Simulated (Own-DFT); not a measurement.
# Strain and stress in wurtzite GaN, 72 atoms (Ga36N36)

These are calculations, not measurements. The program, named Own-DFT, is a retired in-house plane-wave density functional code that no person has reviewed. Each row is one single-point run on a periodic cell that was not relaxed, without spin or spin-orbit coupling.

Settings of every run: PBE; PseudoDojo norm-conserving scalar-relativistic files; cutoff 42 hartree; 4 x 4 x 3 k mesh centred on Gamma; Fermi-Dirac smearing of 0.1 eV.

Known limits: forces not confirmed at this smearing and k mesh; stress not checked against mesh or cutoff.

Unstrained cell vectors in Å: (9.567, 0.000, 0.000); (-4.784, 8.285, 0.000); (0.000, 0.000, 10.370). The unstrained cell has measured lattice constants (interpolated for alloys), not those of this functional. That, the random moves and any unrelaxed bonds set the pressure at no strain. Each run strains this cell uniformly, with the atoms carried along. Every atom was also moved at random, by a Gaussian of width 0.05 Å on each axis. Strain is the symmetric tensor, in per cent. Stress is positive in tension, and the pressure is minus a third of its trace.

| run | e_xx (%) | e_yy (%) | e_zz (%) | e_yz (%) | e_xz (%) | e_xy (%) | s_xx (GPa) | s_yy (GPa) | s_zz (GPa) | s_yz (GPa) | s_xz (GPa) | s_xy (GPa) | P (GPa) | E (meV/atom) |
|---|---|---|---|---|---|---|---|---|---|---|---|---|---|---|
| 1 | -0.54 | 0.80 | -0.08 | 1.60 | -1.89 | -0.48 | -9.09 | -6.81 | -7.33 | 4.27 | -3.55 | -2.00 | 7.74 | 19.9 |
| 2 | 0.38 | -0.45 | 1.66 | -0.95 | 0.02 | -1.42 | -5.40 | -8.21 | -1.02 | -1.73 | -0.82 | -4.36 | 4.87 | 21.6 |
| 3 | -0.67 | -1.79 | 0.97 | -1.52 | 0.82 | -1.55 | -13.06 | -13.64 | -5.37 | -2.29 | 2.51 | -6.45 | 10.69 | 23.9 |
| 4 | -0.99 | 0.57 | -0.28 | -1.07 | -1.28 | 0.32 | -10.89 | -6.99 | -8.91 | -2.59 | -2.87 | 1.43 | 8.93 | 16.5 |
| 5 | 1.98 | 1.79 | 0.06 | -0.07 | 0.29 | -0.58 | 1.26 | 2.11 | -7.06 | 0.36 | 1.22 | -2.05 | 1.23 | 19.1 |
| 6 | 0.70 | 0.53 | 0.00 | -0.51 | 1.89 | -1.89 | -3.46 | -5.28 | -6.53 | -0.64 | 3.80 | -5.60 | 5.09 | 8.2 |
| 7 | 0.75 | -1.54 | -1.00 | 1.58 | -1.77 | 0.38 | -6.86 | -16.41 | -13.74 | 4.46 | -3.47 | 1.27 | 12.33 | 56.8 |
| 8 | -1.46 | -1.63 | 0.34 | -1.93 | 1.09 | -0.72 | -15.74 | -17.10 | -8.69 | -3.55 | 2.54 | -2.43 | 13.84 | 41.9 |
| 9 | 0.73 | -0.84 | -0.59 | -0.15 | -1.03 | -1.20 | -5.33 | -10.84 | -11.37 | 0.01 | -1.35 | -3.65 | 9.18 | 24.0 |
| 10 | -0.56 | -1.11 | -0.53 | 0.66 | 1.21 | 0.82 | -10.07 | -15.59 | -11.71 | 1.33 | 2.13 | 3.23 | 12.46 | 30.9 |
| 11 | -0.59 | 1.10 | 1.77 | 1.78 | -1.30 | 0.48 | -6.51 | -2.71 | -0.37 | 3.92 | -3.35 | 1.42 | 3.20 | 0.0 |
| 12 | 0.25 | 1.34 | -1.49 | -1.15 | 1.51 | -1.77 | -6.23 | -2.93 | -16.08 | -2.07 | 3.19 | -5.22 | 8.41 | 39.1 |
| 13 | 1.72 | -1.69 | 1.15 | -1.92 | -0.50 | 1.88 | -2.81 | -10.18 | -3.29 | -3.65 | -1.16 | 5.95 | 5.43 | 15.7 |
| 14 | 0.23 | 1.86 | -0.95 | 0.20 | -0.06 | 0.19 | -4.23 | 0.09 | -13.89 | 0.83 | 0.03 | 1.15 | 6.01 | 22.8 |
| 15 | 0.35 | 0.94 | -1.28 | -0.47 | 1.86 | -1.79 | -6.46 | -4.98 | -13.35 | -1.04 | 3.66 | -4.70 | 8.26 | 32.8 |
| 16 | 0.01 | -1.94 | 0.27 | -0.77 | -0.07 | 0.68 | ? | ? | ? | ? | ? | ? | ? | ? |

E is the free energy for each atom above the lowest run shown.

## Worked fit

Each stress component was fitted by least squares to a constant and the strains of the runs shown, as fractions, with shears doubled. Shear strains stay in the fit of a normal stress only where such slopes are resolved. The slopes, in GPa:

```
stress,at no strain,per e_xx,per e_yy,per e_zz,scatter
s_xx,-7.5,379 ± 25,127 ± 19,55 ± 24,0.89
s_yy,-8.1,154 ± 32,426 ± 24,124 ± 31,1.15
s_zz,-8.5,32 ± 28,41 ± 21,473 ± 28,1.01
```

Each shear stress against twice its own strain: yz 111 ± 6, xz 95 ± 7, xy 168 ± 8 GPa. These are stiffnesses along x, y and z of the frame in which the cell vectors are given, which need not be the crystal's axes. The atoms are held to the strained lattice; where symmetry lets them move under strain, relaxing them would lower some slopes. The table should be nearly symmetric about its diagonal, and what it lacks of that shows the noise. A ninth of its sum, 201 ± 7 GPa, estimates the bulk modulus near the mean pressure of these runs, 7.8 GPa, so it lies above the value at zero pressure.

## Withheld run

Question: what normal stresses and pressure should run 16 give?

The fit gives s_xx = -9.8, s_yy = -16.1, s_zz = -8.1 and P = 11.3 GPa. The calculation gave -9.54, -15.30, -8.57 and P = 11.13 GPa.
